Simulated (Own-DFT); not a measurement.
# One host, several defects: C11b WSi2

Calculated, not measured: single-point runs of Own-DFT, a retired in-house plane-wave DFT program that no person has reviewed, on unrelaxed cells, without spin or spin-orbit coupling.

Common settings: PBE; PseudoDojo norm-conserving scalar-relativistic files; cutoff 50 hartree; 5 x 5 x 5 k mesh centred on Gamma; cold (Marzari-Vanderbilt) smearing of 0.2 eV.

Known weak points: forces on such cells failed a check on a denser k mesh; stress not checked against mesh or cutoff.

All runs share one cell, with vectors in Å (-2.148, -5.953, 3.409); (-6.444, 2.976, 1.136); (-2.553, -2.948, -6.757) and a volume of 403.2 Å³. The atoms are randomly displaced, by u rms on each axis. The defect's site can differ from row to row.

| cell | formula | u (Å) | P (GPa) |
|---|---|---|---|
| no defect | Si20W10 | 0.0197 | 4.27 |
| no defect | Si20W10 | 0.0219 | 4.26 |
| no defect | Si20W10 | 0.0537 | 6.03 |
| one Si vacancy | Si19W10 | 0.0288 | 3.11 |
| one Si vacancy | Si19W10 | 0.0336 | 3.10 |
| one Si vacancy | Si19W10 | 0.0402 | 3.84 |
| one Si vacancy | Si19W10 | 0.0460 | ? |
| one W vacancy | Si20W9 | 0.0317 | 3.25 |
| one W vacancy | Si20W9 | 0.0465 | 4.64 |
| one W vacancy | Si20W9 | 0.0517 | 5.20 |
| one Si on a W site | Si21W9 | 0.0330 | 6.33 |
| one Si on a W site | Si21W9 | 0.0450 | 7.45 |
| one Si on a W site | Si21W9 | 0.0493 | 7.43 |
| one W on a Si site | Si19W11 | 0.0253 | 9.49 |
| one W on a Si site | Si19W11 | 0.0469 | 10.67 |
| one W on a Si site | Si19W11 | 0.0555 | 10.83 |

## What the rows give

P = P0 + c u² + a shift for each defect gives P0 = 3.89 GPa, c = 769 ± 82 GPa/Å² and a scatter of 0.26 GPa. The shifts, and each times the cell's volume:

- one W on a Si site: 4.92 ± 0.22 GPa, 12.4 eV
- one Si on a W site: 1.76 ± 0.22 GPa, 4.4 eV
- one W vacancy: -1.02 ± 0.22 GPa, -2.6 eV
- one Si vacancy: -1.46 ± 0.21 GPa, -3.7 eV

Positive is outwards. The product with the volume (160.2 GPa Å³ to the eV) is nearly free of the cell's size; divided by the bulk modulus at the cell's pressure it gives the volume that the defect adds. The atoms around the defects weren't relaxed, which would change these numbers.

## Withheld run

The question: what pressure belongs in the blank (one Si vacancy, u = 0.0460 Å)?

The fitted form gives 4.06 ± 0.31 GPa. DFT gave 4.31 GPa.
